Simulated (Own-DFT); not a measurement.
# Response to strain: zincblende GaAs, 64 atoms (As32Ga32)

All numbers below are calculated, not measured. The program, named Own-DFT, is a retired in-house plane-wave density functional code that no person has reviewed. Each row is one single-point run on a periodic cell that was not relaxed, without spin or spin-orbit coupling.

Settings of every run: PBE; PseudoDojo norm-conserving scalar-relativistic files; cutoff 42 hartree; 3 x 3 x 3 k mesh centred on Gamma; Fermi-Dirac smearing of 0.1 eV.

Known limits: forces not confirmed at this smearing and k mesh; stress not checked against mesh or cutoff.

Unstrained cell vectors in Å: (11.307, 0.000, 0.000); (0.000, 11.307, 0.000); (0.000, 0.000, 11.307). The unstrained cell has measured lattice constants (interpolated for alloys), not those of this functional. That, the random moves and any unrelaxed bonds set the pressure at no strain. Each run strains this cell uniformly, with the atoms carried along. Every atom was also moved at random, by a Gaussian of width 0.05 Å on each axis. Strain is the symmetric tensor, in per cent. Stress is positive in tension, and the pressure is minus a third of its trace.

| run | e_xx (%) | e_yy (%) | e_zz (%) | e_yz (%) | e_xz (%) | e_xy (%) | s_xx (GPa) | s_yy (GPa) | s_zz (GPa) | s_yz (GPa) | s_xz (GPa) | s_xy (GPa) | P (GPa) | E (meV/atom) |
|---|---|---|---|---|---|---|---|---|---|---|---|---|---|---|
| 1 | 0.43 | 1.10 | -0.55 | -1.67 | -0.10 | -0.15 | -3.19 | -2.90 | -3.73 | -2.43 | 0.08 | 0.11 | 3.28 | 12.8 |
| 2 | 1.89 | -0.79 | 0.66 | 1.10 | 1.60 | 0.40 | -1.91 | -3.46 | -2.73 | 1.23 | 2.51 | 0.36 | 2.70 | 5.9 |
| 3 | -1.50 | -1.55 | 1.98 | -1.54 | 0.94 | -1.79 | -5.74 | -5.76 | -3.51 | -2.32 | 0.61 | -3.70 | 5.00 | 29.1 |
| 4 | 0.21 | 0.96 | 0.81 | 0.59 | 0.52 | 0.07 | -2.74 | -2.21 | -2.34 | 0.79 | 0.80 | -0.09 | 2.43 | 0.0 |
| 5 | -1.06 | 1.35 | -1.59 | -0.85 | -1.24 | 0.71 | -5.39 | -3.91 | -5.65 | -0.88 | -1.87 | 0.97 | 4.98 | 21.2 |
| 6 | -1.05 | -0.79 | 1.45 | -0.84 | -1.00 | -1.32 | -4.93 | -4.86 | -3.45 | -1.60 | -1.47 | -2.03 | 4.41 | 24.1 |
| 7 | -0.91 | -1.58 | -1.40 | 0.20 | 1.03 | -0.57 | -7.07 | -7.59 | -7.51 | 0.30 | 2.30 | -1.77 | 7.39 | 49.4 |
| 8 | 0.04 | -0.84 | 0.94 | -1.57 | 0.04 | 1.92 | -3.97 | -4.52 | -3.49 | -2.00 | -0.20 | 2.94 | 3.99 | 21.4 |
| 9 | -0.34 | 0.76 | -0.75 | 0.94 | -1.55 | 0.99 | -4.68 | -3.97 | -4.79 | 1.97 | -2.75 | 2.26 | 4.48 | 26.2 |
| 10 | -0.75 | 1.53 | 1.07 | -1.93 | 0.10 | 0.76 | -3.46 | -2.26 | -2.60 | -2.20 | 0.35 | 1.88 | 2.78 | 16.0 |
| 11 | 0.09 | 1.08 | 0.14 | -0.03 | 1.35 | 0.52 | -3.27 | -2.70 | -3.27 | -0.36 | 2.43 | 1.32 | 3.08 | 9.3 |
| 12 | 1.71 | 1.73 | -0.53 | -1.16 | 1.69 | -1.44 | -1.61 | -1.65 | -2.69 | -1.19 | 2.20 | -2.04 | 1.98 | 11.0 |
| 13 | 1.45 | 0.03 | -1.14 | 1.78 | 0.81 | 1.68 | -3.29 | -4.24 | -4.75 | 2.50 | 0.77 | 3.01 | 4.09 | 34.6 |
| 14 | -1.44 | -0.33 | -1.07 | 2.00 | 1.01 | -1.84 | -6.81 | -6.14 | -6.57 | 3.20 | 1.38 | -3.24 | 6.51 | 44.6 |
| 15 | -1.37 | 0.67 | 0.12 | 1.93 | -0.85 | -0.56 | ? | ? | ? | ? | ? | ? | ? | ? |

E is the free energy for each atom above the lowest run shown.

## Worked fit

Each stress component was fitted by least squares to a constant and the strains of the runs shown, as fractions, with shears doubled. Shear strains stay in the fit of a normal stress only where such slopes are resolved. The slopes, in GPa:

| stress | at no strain | per e_xx | per e_yy | per e_zz | scatter |
|---|---|---|---|---|---|
| s_xx | -4.2 | 117 ± 3 | 62 ± 3 | 63 ± 3 | 0.13 |
| s_yy | -4.2 | 57 ± 4 | 122 ± 4 | 64 ± 4 | 0.16 |
| s_zz | -4.2 | 58 ± 3 | 64 ± 4 | 122 ± 3 | 0.14 |

Each shear stress against twice its own strain: yz 70 ± 5, xz 82 ± 9, xy 83 ± 5 GPa. These are stiffnesses along x, y and z of the frame in which the cell vectors are given, which need not be the crystal's axes. The atoms are held to the strained lattice; where symmetry lets them move under strain, relaxing them would lower some slopes. The table should be nearly symmetric about its diagonal, and what it lacks of that shows the noise. A ninth of its sum, 81 ± 2 GPa, estimates the bulk modulus near the mean pressure of these runs, 4.1 GPa, so it lies above the value at zero pressure.

## Withheld run

Question: what normal stresses and pressure should run 15 give?

The fit gives s_xx = -5.3, s_yy = -4.1, s_zz = -4.4 and P = 4.6 GPa. The calculation gave -5.44, -4.34, -4.75 and P = 4.84 GPa.
